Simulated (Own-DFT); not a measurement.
# Computed records: SiC (4H silicon carbide, atoms displaced)

Computed with Own-DFT development build. A calculation, not a measurement: plane-wave PBE density functional theory by an unreviewed code, no spin, of a simulated periodic cell, stress positive in tension, free energy of the whole cell less one offset for each atom, forces on such cells passed a denser k mesh, this cell's mesh not checked; offsets are fitted by least squares, one for each functional and potential file, so energies compare only between cells with the same atoms and settings and are not formation energies; the far tail of each file's local potential was reset to the Coulomb form; each entry is a single point on an unrelaxed cell, so the pressure reflects the starting lattice, mostly measured values (interpolated for alloys), from which strain is counted, and rises with the displacements; printed positions are rounded, which can move forces by about a meV/angstrom; the program, named Own-DFT, is a retired in-house code; no spin-orbit coupling.

Common to all runs: functional PBE; potential files PseudoDojo norm-conserving, scalar-relativistic, standard set; wave cutoff 42 hartree; occupations Fermi-Dirac; smearing width 0.1 eV; hardware one NVIDIA H100; k mesh 5 x 5 x 3 centred on Gamma.

(1) SiC (4H silicon carbide, atoms displaced)

```xyz
32
Lattice="6.1654 0.0000 0.0000 -3.0827 5.3394 0.0000 0.0000 0.0000 10.0681" Properties=species:S:1:pos:R:3 SiC
Si     3.0330     5.3386     4.1629
Si    -0.0189     1.8096     1.6170
C      3.1040     5.2973     0.9462
C     -0.0622     1.7376     3.5466
Si    -1.5324     2.6576     4.0580
Si    -1.4834     4.4236     1.6544
C     -1.5375     2.6885     1.0392
C     -1.5380     4.4920     3.4904
Si     0.1318     5.3185     4.1395
Si     3.1428     1.7691     1.5492
C     -0.0275     5.3079     0.9694
C      3.0747     1.7586     3.5767
Si     1.5279     2.7102     4.0846
Si     1.6558     4.3882     1.5516
C      1.5217     2.6892     1.0354
C      1.5200     4.5385     3.6012
Si     6.0959     0.0176     9.1980
Si     3.0530     3.6001     6.6347
C      6.0270     0.0017     5.9854
C      3.2065     3.5643     8.4819
Si     4.6200     2.6432     9.1734
Si     4.6247     0.8986     6.5694
C     -1.5142     2.7287     5.9020
C      4.6416     0.8995     8.4779
Si    -0.0825     5.3296     9.1281
Si     0.0747     3.5659     6.5599
C     -0.0162     5.2988     5.9498
C     -0.0375     3.5317     8.5258
Si     1.6312     2.7007     9.0644
Si     1.6319     0.9193     6.5916
C      1.4729     2.5254     5.9532
C      1.4862     0.8249     8.5805
```

* free energy of cell above offsets: -2.285 eV
* pressure: 5.56 GPa
* stress xx: -6.11 GPa
* stress yy: -5.72 GPa
* stress zz: -4.84 GPa
* stress yz: 0.33 GPa
* stress xz: 1.09 GPa
* stress xy: 1.95 GPa
* wall time: 117.8 s

Force:
```
element  x (eV/Å)  y (eV/Å)  z (eV/Å)
     Si     1.966     0.034    -0.483
     Si      0.59    -1.462     0.543
      C     0.515     0.979      1.07
      C     1.642       0.9    -1.723
     Si    -1.082     1.261     0.748
     Si    -0.944     1.229    -0.367
      C     0.285    -0.429    -1.704
      C     0.252    -0.513     0.674
     Si    -5.472     2.108    -0.262
     Si    -1.861    -0.838     2.079
      C     1.822     0.314    -0.363
      C     0.102     0.553    -2.048
     Si    -0.017    -1.384      0.16
     Si    -2.539     2.035      1.59
      C     1.232    -1.469    -1.653
      C     2.821    -3.646    -3.469
     Si     1.004    -0.592     -1.45
     Si     0.986    -1.109    -1.495
      C     3.156    -0.623     0.553
      C    -2.289     0.422     0.786
     Si     1.179    -0.098    -0.241
     Si      -1.2     1.717      0.81
      C    -0.747     -0.43      1.73
      C    -1.593    -0.425     0.691
     Si     1.682    -0.639     0.468
     Si    -2.189    -1.121     1.379
      C     1.065     0.786     1.298
      C     1.633     0.373    -0.683
     Si     -1.76    -0.681     1.292
     Si    -2.476    -3.166     1.553
      C      1.63     3.875     0.182
      C     0.608     2.038    -1.665
```

(2) SiC (4H silicon carbide, atoms displaced)

```xyz
32
Lattice="6.1654 0.0000 0.0000 -3.0827 5.3394 0.0000 0.0000 0.0000 10.0681" Properties=species:S:1:pos:R:3 SiC
Si     0.0856     0.0135     4.1478
Si     0.0358     1.8552     1.5316
C     -3.0406     5.2823     0.9336
C      0.0176     1.6649     3.4203
Si    -1.4991     2.6526     4.1743
Si    -1.4734     4.4849     1.6927
C      4.4486     2.7775     1.0181
C     -1.5343     4.4134     3.5027
Si    -0.0061     5.3118     4.1310
Si     3.1070     1.7674     1.5610
C      0.0520     5.3385     1.0216
C      2.9871     1.8412     3.3997
Si     1.6134     2.6894     4.0956
Si     1.5696     4.4226     1.5051
C      1.5380     2.6711     0.9173
C      1.5956     4.3119     3.4853
Si     2.9775     5.3012     9.1780
Si     3.1342     3.6221     6.5843
C     -2.9068     5.2653     5.8669
C      3.0971     3.5326     8.4848
Si    -1.5027     2.6111     9.1321
Si     4.5634     0.8340     6.5128
C      4.5892     2.7094     6.0116
C      4.6033     0.9968     8.5633
Si     3.0356     0.0009     9.0301
Si     0.0243     3.5930     6.4995
C      3.1094     0.0019     5.9391
C     -0.0451     3.4554     8.4936
Si     1.5769     2.6012     9.1124
Si     1.5913     0.8357     6.6249
C      1.5872     2.7413     5.8419
C      1.5179     0.9012     8.5605
```

- free energy of cell above offsets: -0.966 eV
- pressure: 6.87 GPa
- stress xx: -4.05 GPa
- stress yy: -8.22 GPa
- stress zz: -8.34 GPa
- stress yz: 0.28 GPa
- stress xz: 1.04 GPa
- stress xy: -0.8 GPa
- wall time: 124.6 s

Force:
```
element  x (eV/Å)  y (eV/Å)  z (eV/Å)
     Si    -1.419    -1.601    -3.978
     Si    -2.131     -1.81     0.656
      C    -0.181      1.78     0.773
      C    -0.094     2.541     1.047
     Si    -0.842     -0.76     -2.71
     Si    -1.124    -0.053    -1.895
      C     4.363    -0.912    -1.884
      C     0.975     0.087     1.023
     Si     0.912      0.52    -3.244
     Si    -1.552    -0.098     0.793
      C    -0.609    -0.123    -1.937
      C     3.367    -2.443     1.587
     Si    -2.174    -1.948    -1.628
     Si     0.544     0.309     2.116
      C     0.503    -0.334    -0.598
      C    -0.639     4.511    -0.923
     Si      1.71     0.015    -0.741
     Si    -1.487    -1.626     0.852
      C    -2.243     2.109     3.829
      C    -0.466      0.51    -0.384
     Si    -1.868     3.774     1.834
     Si     3.319     2.064     2.023
      C      1.48    -1.684    -0.618
      C    -0.504    -5.032     -2.53
     Si     0.862    -1.154     2.486
     Si     0.216    -2.124     1.974
      C    -0.843    -0.258     0.967
      C     2.099     2.199    -1.161
     Si     -0.65     2.067     0.046
     Si    -0.617     2.465     0.028
      C    -0.201    -1.205     4.131
      C    -0.709    -1.787    -1.933
```

(3) SiC (4H silicon carbide, atoms displaced)

```xyz
32
Lattice="6.1654 0.0000 0.0000 -3.0827 5.3394 0.0000 0.0000 0.0000 10.0681" Properties=species:S:1:pos:R:3 SiC
Si     3.1397     5.1906     4.0868
Si     0.0611     1.7907     1.5975
C      3.0400     5.3393     0.9125
C      0.0333     1.7202     3.4115
Si     4.6104     2.6454     4.0862
Si    -1.4450     4.5708     1.6099
C     -1.4955     2.7434     0.9229
C     -1.4466     4.5097     3.4447
Si    -0.0076     5.2072     3.9252
Si     3.1486     1.7133     1.5465
C     -0.0753     5.3341     1.0129
C      3.1941     1.7877     3.5010
Si     1.5296     2.5798     4.0195
Si     1.5993     4.4627     1.5320
C      1.5525     2.5866     1.0213
C      1.5802     4.5634     3.4914
Si     0.0039     0.0085     9.0119
Si     3.0433     3.6128     6.6290
C      0.0026     0.0002     5.9686
C      3.0377     3.6157     8.3336
Si    -1.4582     2.5875     9.1588
Si     4.6488     0.9300     6.6274
C     -1.5560     2.7848     5.9804
C      4.5510     0.9837     8.5674
Si     0.0713     5.3135     9.1051
Si     0.0971     3.5028     6.4614
C      3.0605     0.0354     6.0635
C     -0.1711     3.5490     8.5010
Si     1.4261     2.7433     9.1182
Si     1.5459     0.8424     6.6892
C      1.5462     2.5912     5.9083
C      1.5693     0.7969     8.5089
```

* free energy of cell above offsets: -0.123 eV
* pressure: 7.01 GPa
* stress xx: -10.4 GPa
* stress yy: -4.12 GPa
* stress zz: -6.52 GPa
* stress yz: -0.71 GPa
* stress xz: 1.23 GPa
* stress xy: -5.11 GPa
* wall time: 120.2 s

Force:
```
element  x (eV/Å)  y (eV/Å)  z (eV/Å)
     Si    -0.093     3.498     0.758
     Si    -2.232    -0.821    -1.032
      C     1.779     0.595    -0.584
      C    -0.685    -0.135      1.48
     Si     2.332     0.332     0.581
     Si    -5.072    -3.566    -0.872
      C    -0.131    -0.713     1.089
      C    -3.731    -3.373    -0.748
     Si     3.276     5.035      4.89
     Si     0.364     2.647     1.012
      C     5.035     0.803    -2.908
      C    -2.846    -1.441    -1.888
     Si     1.279      1.05     0.506
     Si    -1.062    -1.014     1.273
      C     1.294     2.102    -1.797
      C     0.217    -3.943    -1.766
     Si    -0.327    -0.566      1.93
     Si     0.202    -1.151    -3.483
      C    -0.152     0.414     0.188
      C     -0.79     -1.14     5.427
     Si    -3.413     3.381       0.9
     Si    -1.243     0.437    -1.064
      C     0.453    -1.711    -0.605
      C      1.96    -3.345    -2.058
     Si    -2.661    -0.264     0.815
     Si    -2.248     2.007     2.049
      C     1.634    -1.345    -1.872
      C     4.361     0.735    -1.411
     Si     1.805    -1.498    -0.218
     Si      0.08     0.277    -1.823
      C     0.912     0.236     0.502
      C    -0.299      2.48     0.728
```

(4) SiC (4H silicon carbide, atoms displaced)

```xyz
32
Lattice="6.1654 0.0000 0.0000 -3.0827 5.3394 0.0000 0.0000 0.0000 10.0681" Properties=species:S:1:pos:R:3 SiC
Si    -2.9969     5.2783     4.1278
Si     0.0240     1.7132     1.5702
C     -0.0072     0.0992     0.9454
C     -0.0085     1.8289     3.4896
Si    -1.4526     2.6400     4.0899
Si    -1.5139     4.4593     1.5454
C      4.6001     2.6798     1.0034
C     -1.5923     4.3607     3.4175
Si     3.1577     0.0684     4.1044
Si     3.1575     1.8089     1.5575
C      3.1371     0.0284     0.9285
C      3.0305     1.8269     3.3875
Si     1.4530     2.6403     3.9676
Si     1.5693     4.5104     1.5715
C      1.5723     2.6706     0.8743
C      1.5302     4.3493     3.4209
Si    -2.9849     5.3201     9.1307
Si     3.0558     3.5334     6.5874
C      3.0259     5.2966     5.9437
C      2.9801     3.5421     8.4499
Si     4.6491     2.6160     9.1397
Si     4.5687     0.9271     6.5499
C      4.5704     2.6268     5.9889
C      4.6168     0.9286     8.6535
Si     3.1432     0.0428     9.1254
Si     0.1358     3.5642     6.6483
C      0.0628     5.3303     5.9332
C      0.0273     3.6266     8.5435
Si     1.5596     2.6625     9.0996
Si     1.4802     0.9233     6.5392
C      1.5925     2.6798     5.8806
C      1.4837     0.9004     8.3951
```

- free energy of cell above offsets: -2.444 eV
- pressure: 5.72 GPa
- stress xx: -4.26 GPa
- stress yy: -7.04 GPa
- stress zz: -5.85 GPa
- stress yz: -0.45 GPa
- stress xz: 1.66 GPa
- stress xy: -1.79 GPa
- wall time: 113.2 s

Force:
```
element  x (eV/Å)  y (eV/Å)  z (eV/Å)
     Si     -1.97     0.078    -1.552
     Si     0.217     3.976     0.392
      C     1.206    -3.479    -0.713
      C    -0.219    -3.692     -1.51
     Si    -3.422       0.9     0.424
     Si    -0.014      0.41     0.528
      C     2.083      0.56    -1.704
      C     2.078     1.608     0.921
     Si    -1.143    -1.348     -1.94
     Si    -2.398    -0.574    -0.192
      C    -1.046    -0.078     0.204
      C     1.369    -1.092     1.504
     Si     2.999     0.732     1.794
     Si    -0.215     -1.65    -0.649
      C    -0.056     0.053     1.348
      C     0.429     3.104     0.316
     Si    -2.415     0.063    -0.389
     Si     0.714     0.327     -0.12
      C     0.693     0.886     0.895
      C     2.826     0.591     0.618
     Si    -0.526     2.785     0.421
     Si     1.299    -0.959     2.021
      C     1.878     1.789    -0.449
      C     1.675    -1.495    -3.375
     Si     -1.71    -0.269     0.168
     Si    -2.286    -0.012    -0.756
      C    -1.896    -0.077     0.956
      C    -0.378    -1.188    -0.719
     Si    -1.299    -0.259     0.373
     Si     0.995    -1.057     -0.23
      C    -1.187    -0.717     0.307
      C      1.72     0.085     1.109
```

(5) SiC (4H silicon carbide, atoms displaced)

```xyz
32
Lattice="6.1654 0.0000 0.0000 -3.0827 5.3394 0.0000 0.0000 0.0000 10.0681" Properties=species:S:1:pos:R:3 SiC
Si    -0.0179     0.0586     4.1044
Si    -0.0725     1.8434     1.5002
C      3.1278     5.1798     0.9205
C      0.0180     1.8159     3.3419
Si    -1.5459     2.7213     3.9294
Si    -1.6341     4.5370     1.5548
C     -1.5143     2.6914     0.9673
C     -1.3718     4.3327     3.4951
Si     0.0485     5.2252     4.1077
Si     3.0512     1.7396     1.6302
C     -0.0086     5.3361     0.9005
C      3.0095     1.8377     3.4245
Si     1.5815     2.6951     4.0116
Si     1.5848     4.5330     1.5760
C      1.5810     2.7099     0.9537
C      1.4849     4.5123     3.3979
Si    -3.0529     5.2979     9.0976
Si     3.0027     3.5256     6.5743
C      3.1064     5.2899     5.9896
C      3.0862     3.6596     8.4972
Si    -1.4548     2.6910     9.1069
Si     4.5891     0.9348     6.4306
C     -1.4345     2.6878     5.9754
C      4.6492     0.8585     8.5687
Si     3.1174     0.0156     9.1482
Si    -0.0006     3.6279     6.6692
C      0.0592     5.3202     6.0159
C     -0.0267     3.5174     8.5011
Si     1.5399     2.6669     9.0506
Si     1.5630     0.8739     6.6008
C      1.5253     2.6955     5.9900
C      1.5954     0.8850     8.4586
```

* free energy of cell above offsets: -1.250 eV
* pressure: 6.74 GPa
* stress xx: -8.15 GPa
* stress yy: -6.61 GPa
* stress zz: -5.45 GPa
* stress yz: 0.54 GPa
* stress xz: -0.33 GPa
* stress xy: -0.07 GPa
* wall time: 124.7 s

Force:
```
element  x (eV/Å)  y (eV/Å)  z (eV/Å)
     Si     1.054    -0.672    -0.682
     Si     3.134    -1.253     0.056
      C    -3.028     4.818    -1.253
      C    -0.084    -0.892     1.767
     Si     0.216    -4.092     3.018
     Si     5.468    -3.269     1.764
      C    -2.159     0.593    -0.915
      C    -3.355     5.169    -2.226
     Si    -1.317     2.917     0.609
     Si     0.316     1.007    -2.832
      C     -0.16     0.337     1.524
      C     2.307    -1.996     1.445
     Si     -2.29     0.643     1.153
     Si    -1.783    -2.033    -1.295
      C     -1.08     -0.52    -0.825
      C      3.15    -0.808     1.082
     Si    -0.044     2.097     0.289
     Si     2.828     0.579     0.891
      C    -0.535     1.145    -1.065
      C      0.26    -3.709    -1.361
     Si    -3.242    -1.361     0.895
     Si     2.518    -0.189     3.515
      C    -2.372     0.487    -1.492
      C     0.192     1.006    -1.592
     Si    -0.122    -0.218    -0.824
     Si     0.348    -1.851    -0.805
      C    -1.565     0.626    -1.602
      C      1.82     1.854    -0.049
     Si     1.081     0.377     1.711
     Si    -0.401     0.309    -0.317
      C    -0.664     -1.01    -1.258
      C    -0.492     -0.09     0.673
```

(6) SiC (4H silicon carbide, atoms displaced)

```xyz
32
Lattice="6.1654 0.0000 0.0000 -3.0827 5.3394 0.0000 0.0000 0.0000 10.0681" Properties=species:S:1:pos:R:3 SiC
Si     3.1020     5.2547     4.0798
Si    -0.0368     1.7837     1.4137
C     -0.0284     0.0787     0.9037
C     -0.0022     1.8356     3.3811
Si     4.6177     2.6404     4.2389
Si    -1.5112     4.5017     1.5998
C     -1.5736     2.7783     0.9755
C     -1.6411     4.3529     3.4234
Si    -0.0138     5.3090     3.9987
Si     3.0730     1.7626     1.6222
C     -0.0162     5.2687     0.9649
C      3.0164     1.6981     3.4575
Si     1.4502     2.6300     4.1243
Si     1.4444     4.4753     1.5822
C      1.5792     2.4592     1.0267
C      1.5417     4.3309     3.3862
Si     6.1218     0.0194     9.1377
Si     3.0825     3.5311     6.6642
C      0.0011     0.0613     5.9493
C      3.1431     3.5353     8.5001
Si    -1.5161     2.7428     9.0607
Si     4.6336     0.8096     6.7002
C     -1.4987     2.6112     5.9021
C      4.6203     0.8486     8.4379
Si     3.1284     0.0884     9.0445
Si     0.0094     3.6494     6.7429
C     -0.0494     5.2801     5.9278
C      0.0207     3.4389     8.4644
Si     1.5622     2.6658     9.0994
Si     1.6123     0.9221     6.5377
C      1.5091     2.6569     6.0225
C      1.4836     0.8926     8.4933
```

- free energy of cell above offsets: -0.868 eV
- pressure: 6.52 GPa
- stress xx: -5.83 GPa
- stress yy: -3.43 GPa
- stress zz: -10.3 GPa
- stress yz: 1.45 GPa
- stress xz: -0.11 GPa
- stress xy: 0.89 GPa
- wall time: 126.5 s

Force:
```
element  x (eV/Å)  y (eV/Å)  z (eV/Å)
     Si    -1.641      2.05    -0.759
     Si    -0.566     1.151     3.433
      C    -0.744    -2.572     0.202
      C     -1.53    -2.057     0.907
     Si    -0.159    -0.981    -6.832
     Si    -2.352    -0.591     -0.51
      C     0.037    -1.864    -2.074
      C     1.934      0.65     1.226
     Si    -0.166    -1.394     0.802
     Si     1.714    -0.401    -0.106
      C      0.37     2.211    -1.866
      C     0.815     1.235      1.45
     Si     1.232    -0.265    -0.869
     Si     2.997    -2.284    -0.662
      C     -1.23     4.408    -3.417
      C    -0.316     1.876     2.004
     Si     1.252    -0.819    -0.295
     Si     0.607     0.567    -2.576
      C     0.348    -1.869     0.877
      C    -1.669     1.058     0.098
     Si     -0.51    -1.761     2.475
     Si    -0.028     1.239    -5.046
      C    -0.675     0.607     6.965
      C     0.484      1.47     2.485
     Si    -2.601    -2.109     2.124
     Si    -0.446    -2.715     -4.73
      C     1.544     1.021     0.621
      C     0.568     2.942      2.34
     Si     0.777    -1.196     1.743
     Si    -2.113    -0.893     1.174
      C     0.535     1.563    -0.296
      C     1.531    -0.276    -0.888
```
